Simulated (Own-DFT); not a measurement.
# Which defects push the lattice out? zincblende GaAs

Source: density functional calculations with Own-DFT, an unreviewed in-house program that is no longer used. Nothing was measured or relaxed, and spin and spin-orbit coupling are left out.

Method: PBE; PseudoDojo norm-conserving scalar-relativistic files; cutoff 42 hartree; 3 x 3 x 3 k mesh centred on Gamma; Fermi-Dirac smearing of 0.1 eV.

Caveats (not all hold for every row): not probed for a lower state with spin; forces on such cells failed a check on a denser k mesh; forces not confirmed at this smearing and k mesh; forces on such cells passed a denser k mesh, each cell not checked; stress not checked against mesh or cutoff.

All runs share one cell, with vectors in Å (11.307, 0.000, 0.000); (0.000, 11.307, 0.000); (0.000, 0.000, 11.307) and a volume of 1445.4 Å³. The atoms are randomly displaced, by u rms on each axis. The defect's site can differ from row to row.

```
cell,formula,u (Å),P (GPa)
no defect,As32Ga32,0.0193,3.52
no defect,As32Ga32,0.0487,3.92
no defect,As32Ga32,0.0503,4.01
two Ga vacancies,As32Ga30,0.0290,2.93
two Ga vacancies,As32Ga30,0.0291,2.97
two Ga vacancies,As32Ga30,0.0312,2.97
two As on a Ga site each,As34Ga30,0.0286,4.80
two As on a Ga site each,As34Ga30,0.0286,4.75
two As on a Ga site each,As34Ga30,0.0299,4.79
two As vacancies,As30Ga32,0.0315,3.16
two As vacancies,As30Ga32,0.0501,3.38
two As vacancies,As30Ga32,0.0535,3.58
one In on a Ga site,As32Ga31In,0.0304,4.32
one In on a Ga site,As32Ga31In,0.0306,4.31
one In on a Ga site,As32Ga31In,0.0503,4.62
one In on a Ga site,As32Ga31In,0.0505,?
```

## Working it out

P = P0 + c u² + a shift for each defect gives P0 = 3.46 GPa, c = 203 ± 15 GPa/Å² and a scatter of 0.04 GPa. The shifts, and each times the cell's volume:

- two As on a Ga site each: 1.15 ± 0.03 GPa, 10.4 eV (5.2 eV for each of its 2 sites)
- one In on a Ga site: 0.66 ± 0.03 GPa, 6.0 eV
- two As vacancies: -0.52 ± 0.03 GPa, -4.7 eV (-2.3 eV for each of its 2 sites)
- two Ga vacancies: -0.68 ± 0.03 GPa, -6.2 eV (-3.1 eV for each of its 2 sites)

A positive shift means that the defect pushes the cell outwards. Shift times volume (160.2 GPa Å³ is 1 eV) depends little on the cell's size, so, taken for each site, it can be compared between cells at like pressure. The atoms around the defects weren't relaxed, which would change these numbers.

## The run left out

Asked: what pressure belongs in the blank (one In on a Ga site, u = 0.0505 Å)?

From the fit: 4.64 ± 0.05 GPa. Computed: 4.60 GPa.
